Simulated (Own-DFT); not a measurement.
# Computed records: InP (zincblende, strained, atoms displaced)

Computed with Own-DFT development build. A calculation, not a measurement: plane-wave PBE density functional theory by an unreviewed code, no spin, of a simulated periodic cell, stress positive in tension, free energy of the whole cell less one offset for each atom, forces on such cells moved up to 12 meV/angstrom on a denser k mesh; offsets are fitted by least squares, one for each functional and potential file, so energies compare only between cells with the same atoms and settings and are not formation energies; the far tail of each file's local potential was reset to the Coulomb form; each entry is a single point on an unrelaxed cell, so the pressure reflects the starting lattice, mostly measured values (interpolated for alloys), from which strain is counted, and rises with the displacements; printed positions are rounded, which can move forces by about a meV/angstrom; the program, named Own-DFT, is a retired in-house code; no spin-orbit coupling; before rounding, a Quantum ESPRESSO 7.3.1 run of the same cell and cutoff gave forces within 1 meV/angstrom rms on each cell, which checks the program and not the settings.

Settings shared by all entries: functional PBE; potential files PseudoDojo norm-conserving, scalar-relativistic, standard set; wave cutoff 36 hartree; occupations Fermi-Dirac; smearing width 0.1 eV; k mesh 3 x 3 x 3 centred on Gamma.

(1) 
```xyz
64
Lattice="11.3066 0.0000 0.0000 0.0000 11.3066 0.0000 0.0000 0.0000 12.1251" Properties=species:S:1:pos:R:3:force_x:R:1:force_y:R:1:force_z:R:1 formula=InP free_energy_of_cell_above_offsets=-25.984 pressure=7.74 stress_xx=-8.33 stress_yy=-8.72 stress_zz=-6.16 stress_yz=1.41 stress_xz=-0.67 stress_xy=0.52
In     0.0142    11.2344    12.0715      -0.83      0.178      1.414
In     0.0690     2.8671     3.0522     -0.584     -0.171      -1.29
In     2.7619    11.2641     2.9394      0.377      0.579      0.941
In     2.8173     2.9043    12.0056      0.236     -0.189     -0.338
P      1.4775     1.4270     1.4132     -0.629      0.065      0.235
P      1.6359     4.1103     4.4845     -3.248      2.381     -1.398
P      4.2714     1.2920     4.6908     -1.572      1.684     -2.285
P      4.2305     4.1701     1.5154     -1.139      1.982     -1.019
In     0.0121    11.1820     6.0238     -2.027      1.928      0.982
In    11.1442     2.8149     9.0071      1.298     -0.919      1.038
In     2.7812    11.2579     9.0046      1.576      1.078     -0.155
In     2.6193     2.8465     5.9773      3.271     -2.152      2.604
P      1.4267     1.3756     7.4476     -1.237     -0.092      1.263
P      1.4020     4.3086    10.4915     -1.172     -0.461      0.763
P      4.5061     1.5200    10.6567     -2.151     -0.929     -0.242
P      4.1308     4.1648     7.6592      0.313     -0.045     -1.596
In    11.1662     5.7844     0.0197      0.806     -0.843     -0.543
In    11.2710     8.4167     3.0272      0.012     -0.089      0.329
In     2.8464     5.6924     3.2031      0.174     -0.209     -2.515
In     2.9007     8.5988     0.0806     -1.171     -1.432     -1.176
P      1.4401     6.9975     1.5027      0.205      0.564      0.401
P      1.3433     9.9626     4.6143      0.484     -1.057     -2.856
P      4.2383     6.9753     4.5967      0.324      1.792      0.348
P      4.2451     9.8117     1.5608      0.213      1.205      0.432
In     0.0719     5.5997     6.0545      0.687       0.16      -0.35
In     0.0014     8.4044     9.1098      0.535       1.76     -0.579
In     2.8053     5.6539     9.0459      0.325      0.268      0.269
In     2.7084     8.5400     5.9333      1.164     -0.807      1.008
P      1.4554     7.1036     7.6021     -0.153      0.093     -1.017
P      1.5227    10.0281    10.6379     -0.596     -1.685     -0.324
P      4.1644     7.0679    10.6111     -0.077      0.397      0.297
P      4.2683     9.8896     7.4434     -0.697     -1.507      1.865
In     5.5610    11.2991     0.0908      1.503      0.004     -0.117
In     5.4735     2.9165     3.0060      1.649       -2.1      1.203
In     8.4446     0.0909     3.0805      0.297     -0.482      0.628
In     8.5800     2.7320     0.0130     -2.698      0.724     -0.123
P      7.1878     1.3406     1.5663     -2.209      1.338     -0.827
P      7.0656     4.2746     4.4543     -0.174     -0.874      0.541
P      9.7990     1.5427     4.4549      1.431     -0.423      1.111
P      9.8327     4.1856     1.3324      0.884      1.444       2.57
In     5.5678    11.2889     6.0903      2.079     -0.352      -0.05
In     5.6750     2.8063     9.0077      0.772      0.483     -0.147
In     8.4786     0.0381     8.9967     -0.055      0.584      0.715
In     8.5618     2.9384     6.0856     -0.586     -0.038     -0.379
P      7.0908     1.4214     7.4681      0.054      0.345      0.145
P      6.9759     4.3324    10.6030      0.347     -1.414      0.582
P      9.8189     1.3888    10.7379      1.247     -0.968     -2.539
P      9.9394     4.3384     7.5964      -0.46     -0.153     -0.555
In     5.6480     5.7778     0.0142      -1.39     -1.545      -0.76
In     5.5809     8.5374     3.0758      1.066     -1.083      0.561
In     8.3129     5.7826     3.0140      1.651     -1.356     -0.095
In     8.3858     8.5442     0.0124       1.28     -1.365      0.622
P      7.0004     6.9621     1.4768      0.118      2.693      0.383
P      7.1250     9.9234     4.5216     -1.089     -0.035      0.199
P      9.8352     6.9278     4.6026      0.518      0.574     -0.288
P      9.7317     9.8746     1.6980      1.396     -0.287     -1.363
In     5.6352     5.5396     6.0003     -0.092     -0.206      1.387
In     5.7373     8.3463     9.1560     -0.821      2.006      0.888
In     8.4240     5.5293     9.1067     -0.129      1.177     -0.288
In     8.4069     8.4706     6.0010     -0.014     -0.657      0.803
P      6.9369     7.0488     7.6311      1.487     -1.126     -1.625
P      7.2566     9.9722    10.6701      -2.36      0.337     -1.039
P      9.9362     7.0452    10.4508     -1.593      0.084      1.422
P      9.7760     9.9090     7.5464      1.176     -0.855     -0.068
```

Units: free_energy_of_cell_above_offsets in eV; pressure, stress_xx, stress_yy, stress_zz, stress_yz, stress_xz, stress_xy in GPa; force_x, force_y, force_z in eV/Å.

(2) 
```xyz
64
Lattice="11.3066 0.0000 0.0000 0.0000 11.3066 0.0000 0.0000 0.0000 12.1251" Properties=species:S:1:pos:R:3:force_x:R:1:force_y:R:1:force_z:R:1 formula=InP free_energy_of_cell_above_offsets=-26.594 pressure=7.74 stress_xx=-8.78 stress_yy=-8.96 stress_zz=-5.48 stress_yz=-0.27 stress_xz=-0.36 stress_xy=1.1
In     0.0026     0.0356     0.0107     -0.214      0.064      0.935
In     0.0359     2.9040     3.0152     -1.003      0.388      0.952
In     2.7799     0.1832     2.9969       0.21     -2.301      0.445
In     2.8622     2.7974    11.9902     -0.437      0.667      1.144
P      1.4357     1.5253     1.5719     -0.599      0.001     -1.574
P      1.4483     4.2695     4.7255      0.196      0.199     -2.484
P      4.2026     1.4178     4.4847      1.208      0.387      0.497
P      4.1839     4.2065     1.6077     -0.696      0.649     -1.839
In     0.0755     0.0085     6.1071     -0.534      0.563       0.14
In    11.2602     2.8551     9.0619     -0.041      0.975      1.056
In     2.7472     0.0049     9.1751      1.099      0.197     -0.868
In     2.8671     2.8434     6.0170      0.033     -0.877      0.506
P      1.4207     1.5383     7.7249      0.614     -0.945     -1.487
P      1.3470     4.3258    10.7818      1.169     -1.253     -2.479
P      4.2477     1.3570    10.7041      1.173     -0.551     -1.117
P      4.1815     4.1098     7.6539      0.732      1.029     -0.732
In     0.0573     5.6077     0.0698     -1.611        1.5      1.314
In    11.2837     8.5277     2.9940     -0.462     -0.304      0.887
In     2.8740     5.8157     2.9176      0.211     -1.724      1.699
In     2.7992     8.5465     0.0861      0.353      0.065      -0.51
P      1.4368     7.1296     1.6662     -1.016      0.309     -1.985
P      1.2915     9.7940     4.6022      1.314      1.055     -0.494
P      4.2721     7.0563     4.4731     -0.668      0.164      1.455
P      4.4038     9.9545     1.4705     -1.292      0.234      0.204
In     0.0470     5.6290     6.0809     -0.949      1.067      0.112
In     0.0196     8.5310     8.9617      0.541     -0.094      0.638
In     2.9392     5.6435     9.0938      -1.54     -0.516     -0.107
In     2.7563     8.4509     6.1399      1.001      0.556     -2.571
P      1.5131     7.1219     7.5260     -1.231     -1.804      1.698
P      1.3613     9.9730    10.6177      0.027     -1.327      0.246
P      4.1595     6.9998    10.6103      1.283      0.968      1.072
P      4.2248     9.9653     7.2840     -1.398     -0.516      2.896
In     5.8988     0.0518     0.0478     -1.885     -2.452      -2.89
In     5.6558     2.8865     2.8560       0.58     -0.551      2.272
In     8.3983     0.0121     3.0763      0.289     -0.061     -1.631
In     8.5193     2.8365    11.9489      0.226     -0.727      1.667
P      6.9741     1.4202     1.4152      3.058      2.048      2.102
P      6.9657     4.2333     4.7198      0.389     -0.107     -2.547
P      9.7902     1.3370     4.5149      1.539      0.948      0.416
P      9.6835     4.2684     1.5430      1.739     -0.805     -0.604
In     5.6542    11.2694     6.0535      0.791      0.625     -2.531
In     5.6850     2.7443     9.0073      0.281     -0.395      0.818
In     8.5633     0.0030     9.0407     -0.549      0.666      0.403
In     8.3792     2.7677     6.0082      1.023      0.208     -0.019
P      7.0785     1.2966     7.4331      0.188      0.456      1.682
P      7.1256     4.2080    10.6458     -0.353      0.134     -2.364
P      9.9293     1.4128    10.5936        0.1     -0.209     -0.288
P      9.8770     4.2087     7.5196     -0.306     -0.113     -0.115
In     5.7538     5.4455     0.0048     -1.217      1.417      0.726
In     5.5690     8.4659     3.0380      0.907      0.513     -0.241
In     8.3635     5.7401     2.8717      1.484     -1.643      3.923
In     8.3937     8.4404    12.1153      0.758     -0.156     -0.558
P      7.0881     7.0184     1.5859     -2.672      1.944     -2.534
P      7.1350     9.8497     4.4763     -1.048     -0.543      0.971
P      9.8667     7.1008     4.5085      0.113     -0.837      0.126
P      9.8939     9.8127     1.5177     -0.776      1.198     -0.727
In     5.6664     5.7187     6.0582      -1.29     -0.529      0.452
In     5.4607     8.4524     8.8861      0.632       0.14      0.893
In     8.6142     5.6597     9.0993     -0.669     -0.307     -0.068
In     8.4478     8.4020     6.1100      0.456      0.656     -0.413
P      7.0766     6.9784     7.5551     -0.064      0.435      1.062
P      7.1655     9.8829    10.4653     -1.353     -0.414      0.353
P     10.0142     7.0864    10.4856     -0.109      0.098      1.508
P      9.8787     9.9312     7.6192      0.265     -0.467     -1.492
```

Units: free_energy_of_cell_above_offsets in eV; pressure, stress_xx, stress_yy, stress_zz, stress_yz, stress_xz, stress_xy in GPa; force_x, force_y, force_z in eV/Å.

(3) 
```xyz
64
Lattice="11.3066 0.0000 0.0000 0.0000 11.3066 0.0000 0.0000 0.0000 12.1251" Properties=species:S:1:pos:R:3:force_x:R:1:force_y:R:1:force_z:R:1 formula=InP free_energy_of_cell_above_offsets=-26.315 pressure=7.77 stress_xx=-8.67 stress_yy=-8.86 stress_zz=-5.78 stress_yz=0.61 stress_xz=-0.99 stress_xy=0.89
In    11.1835     0.0872    11.9799      2.705      -3.28      3.306
In     0.0485     2.9087     2.9124      0.391      -1.06      1.552
In     2.7450    11.2944     3.0942      0.598      0.515      0.098
In     2.8152     2.7332    12.0481     -0.656      1.136      1.578
P      1.3940     1.3950     1.4845      0.111     -0.479      -0.19
P      1.4351     4.1427     4.5845      0.404      1.059     -0.879
P      4.4013     1.4777     4.7018     -2.242      0.278     -2.125
P      4.3127     4.1112     1.5701     -1.128      1.367     -2.234
In    11.0975    11.3052     6.0933      1.029     -0.648      1.628
In    11.2406     2.8597     9.0693       0.72      -0.12     -0.378
In     2.8783    11.2833     9.1178     -0.903      -0.55     -0.138
In     2.8033     2.7414     6.1016      0.008       0.24     -0.186
P      1.4413     1.3688     7.5620     -1.002     -0.433       0.74
P      1.4235     4.2390    10.6528     -0.667     -0.175     -0.197
P      4.1653     1.4000    10.6838      0.735     -0.818     -1.037
P      4.2201     4.1477     7.5172      0.491      0.972      1.197
In    11.2874     5.6962    12.1203      0.144      0.081     -0.365
In    11.0983     8.4549     3.0770      2.524      1.028     -0.707
In     2.9318     5.7255     2.8772      -0.14     -0.697      1.385
In     2.7938     8.4407     0.1055      0.278       0.13     -1.557
P      1.4345     7.0553     1.4923     -1.436      0.119      0.913
P      1.3497     9.9885     4.6751     -0.474     -0.764     -0.923
P      4.3871     7.0677     4.5534     -1.286     -0.409     -0.233
P      4.1395     9.7938     1.5940      0.855      1.206     -0.039
In     0.0353     5.7289     5.9654      0.164     -0.475     -0.178
In     0.1046     8.4692     9.1062     -0.715     -0.879      -1.15
In     2.7519     5.6929     9.1932     -0.144     -0.623     -2.152
In     2.9113     8.5583     5.9298     -0.249     -0.468      0.739
P      1.3338     7.1401     7.4838      1.441     -0.338      0.121
P      1.2837     9.7464    10.6142      1.894      1.912      1.457
P      4.1868     7.0035    10.5627      1.157      1.344      0.781
P      4.2674     9.8349     7.6214      0.043      0.751     -0.666
In     5.6058    11.2704    12.0441     -0.133     -1.064      0.727
In     5.5438     2.9440     3.1216      2.154     -1.382      0.495
In     8.4919    11.2962     2.9592     -1.024      1.193      0.871
In     8.5201     2.9138    12.0215     -0.361     -0.749      0.708
P      7.0087     1.4071     1.3168      0.378      0.639      1.478
P      7.1721     4.2537     4.5864     -0.713      0.582     -1.723
P      9.9516     1.3939     4.6069     -1.346      1.403     -1.641
P     10.0001     4.1431     1.4252     -1.617      1.634      0.199
In     5.6583     0.0698     5.9879      0.464     -2.007       1.59
In     5.6484     2.7291     9.2300     -0.213      0.393     -1.503
In     8.3691     0.0019     9.1344       1.35      0.828     -0.571
In     8.4256     2.9322     6.0668      1.105     -1.442      0.697
P      7.0367     1.3734     7.5142      0.486        0.8      1.027
P      7.0717     4.2789    10.5868     -0.077     -1.076     -0.142
P     10.0034     1.4149    10.7329     -3.165      2.361     -3.754
P      9.9304     4.3304     7.4774       -0.5     -0.009      1.116
In     5.7023     5.5906    12.0353     -0.905      1.069      1.605
In     5.6860     8.4551     3.0574      -1.11      1.712      1.142
In     8.5254     5.7471     3.0322     -1.171     -1.288     -1.901
In     8.5570     8.4285    12.0210     -1.009      1.171       1.42
P      6.9627     7.3005     1.5726      2.033     -2.732     -2.419
P      7.0541     9.8824     4.5977     -0.242      0.993     -1.305
P      9.8835     7.0178     4.4218     -0.422      0.549      2.751
P      9.8502     9.9087     1.5918      0.577     -0.258     -2.015
In     5.7340     5.6338     6.0101     -0.604     -0.492      0.973
In     5.7789     8.4912     9.0088     -1.249     -0.738      0.445
In     8.4889     5.6348     9.2511      0.323      0.522     -2.371
In     8.3882     8.6095     6.0719      1.356     -1.119       0.61
P      7.0487     7.0837     7.5238      0.999     -0.966      0.316
P      7.0666     9.8660    10.5053     -0.282     -0.167      1.707
P      9.8802     7.1551    10.5353      0.978     -1.128      0.285
P      9.8916     9.7976     7.7523     -0.708      0.846     -0.978
```

Units: free_energy_of_cell_above_offsets in eV; pressure, stress_xx, stress_yy, stress_zz, stress_yz, stress_xz, stress_xy in GPa; force_x, force_y, force_z in eV/Å.

(4) 
```xyz
64
Lattice="11.3066 0.0000 0.0000 0.0000 11.3066 0.0000 0.0000 0.0000 12.1251" Properties=species:S:1:pos:R:3 formula=InP
In    11.2363     0.0643    12.0866
In     0.0183     2.8311     2.8944
In     2.8585     0.0628     3.0442
In     2.9395     2.7188    11.9347
P      1.4255     1.4023     1.6084
P      1.5106     4.2463     4.5754
P      4.2734     1.4699     4.4530
P      4.3903     4.1770     1.5142
In    11.2946    11.2873     6.0367
In    11.2375     2.9114     9.1301
In     2.7862     0.0865     9.2262
In     2.8825     2.9340     6.0930
P      1.5056     1.3241     7.5886
P      1.4041     4.2111    10.7018
P      4.2277     1.2648    10.7383
P      4.2424     4.4063     7.4863
In     0.0181     5.7488    12.0522
In     0.0139     8.3781     3.0000
In     2.7674     5.7086     3.1131
In     2.6678     8.3575     0.0161
P      1.4057     7.1633     1.4643
P      1.4520     9.9310     4.5380
P      4.0325     7.0852     4.5089
P      4.3378     9.8780     1.6834
In    11.2141     5.6899     5.9791
In     0.0937     8.5048     9.0568
In     2.7374     5.6797     9.1282
In     2.8339     8.4609     5.9399
P      1.4280     7.0040     7.7110
P      1.4453     9.9313    10.7059
P      4.1606     6.9550    10.6568
P      4.2867     9.9821     7.5234
In     5.6320    11.2172     0.0092
In     5.5253     2.8163     3.1466
In     8.4783     0.0102     2.9908
In     8.5897     2.8234     0.0142
P      7.0252     1.4698     1.5115
P      7.1435     4.1577     4.7027
P      9.7987     1.3998     4.6322
P      9.8284     4.2176     1.4336
In     5.7615    11.1967     6.1058
In     5.7216     2.6536     9.1082
In     8.3370     0.0244     8.9563
In     8.4740     2.8254     6.0987
P      7.0318     1.5323     7.5556
P      7.0501     4.3533    10.6618
P      9.9788     1.3970    10.5672
P      9.8445     4.2799     7.5679
In     5.6058     5.7748     0.0105
In     5.5959     8.5106     2.8880
In     8.5375     5.6600     3.1404
In     8.5273     8.4466     0.1918
P      7.1336     7.1034     1.5070
P      7.0836     9.9182     4.5710
P      9.9616     7.1661     4.5320
P      9.8497     9.9309     1.5534
In     5.5423     5.6430     6.0173
In     5.7298     8.4002     9.1454
In     8.6432     5.5735     9.0139
In     8.4311     8.4289     6.2103
P      7.2217     6.9668     7.6509
P      7.1244     9.8955    10.5916
P      9.9151     7.0157    10.4988
P      9.9281     9.8313     7.5057
```

Questions
1. InP (zincblende, strained, atoms displaced) (entry 4): stress yy?
2. Give the missing stress zz for InP (zincblende, strained, atoms displaced) (entry 4).
3. InP (zincblende, strained, atoms displaced) (entry 4): stress xx?

Calculated values
1. -9.06 GPa
2. -5.99 GPa
3. -8.76 GPa

Further results for InP (zincblende, strained, atoms displaced) (entry 4):

* free energy of cell above offsets: -25.860 eV
* pressure: 7.93 GPa
* stress yz: 0.86 GPa
* stress xz: 0.4 GPa
* stress xy: 0.7 GPa

Force:
```csv
element,x (eV/Å),y (eV/Å),z (eV/Å)
In,0.773,-0.579,1.215
In,-0.64,0.583,1.639
In,0.027,-0.552,0.164
In,-1.285,1.662,2.74
P,0.411,-0.209,-1.964
P,-1.904,-0.257,-0.348
P,-1.059,-1.63,3.015
P,-1.662,0.961,-0.402
In,0.255,0.232,0.06
In,1.069,-0.387,-0.865
In,0.338,-1.204,-1.026
In,0.12,-1.29,0.119
P,-0.924,1.388,-0.311
P,0.242,-0.024,-0.569
P,1.635,-0.001,-1.872
P,-0.48,-1.651,2.575
In,-0.393,-0.559,0.688
In,0.266,1.964,0
In,-0.037,-1.215,-2.322
In,2.566,1.947,-1.059
P,-0.927,-2.384,1.577
P,-0.61,-0.269,-0.549
P,3.175,0.068,-0.375
P,-2.857,1.604,-2.998
In,1.215,-0.468,0.745
In,-0.507,0.492,0.718
In,0.774,-1.446,0.375
In,-0.765,1.033,2.413
P,-0.508,0.842,-2.474
P,-0.527,-0.238,-0.416
P,0.006,1.513,-0.57
P,-0.964,-1.348,1.377
In,1.065,-0.35,0.885
In,2.614,1.208,-1.268
In,-0.729,0.572,0.488
In,-1.632,-0.723,-1.192
P,0.063,-0.169,-0.049
P,-1.359,1.427,-1.729
P,1.008,0.244,-1.018
P,1.264,1.621,1.195
In,-0.497,1.468,-0.726
In,-1.38,2.239,1.494
In,1.395,-0.398,0.549
In,0.88,-0.267,0.527
P,0.311,-1.28,-0.938
P,0.452,-1.001,-0.695
P,-1.704,0.065,-0.702
P,1.696,-1.404,-1.438
In,0.759,-0.901,0.745
In,2.008,-2.005,2.989
In,-0.438,-0.504,-0.357
In,0.547,0.459,-2.472
P,-0.908,-1.27,1.234
P,0.421,-1.301,-0.612
P,-1.271,-0.169,0.538
P,1.361,-0.071,-0.02
In,1.616,1.333,-0.916
In,-0.624,0.184,-0.423
In,-1.728,0.335,2.08
In,0.068,0.514,-1.573
P,-2.072,-0.138,-0.431
P,0.104,-0.428,0.627
P,-0.078,1.351,0.902
P,-0.038,0.785,1.005
```
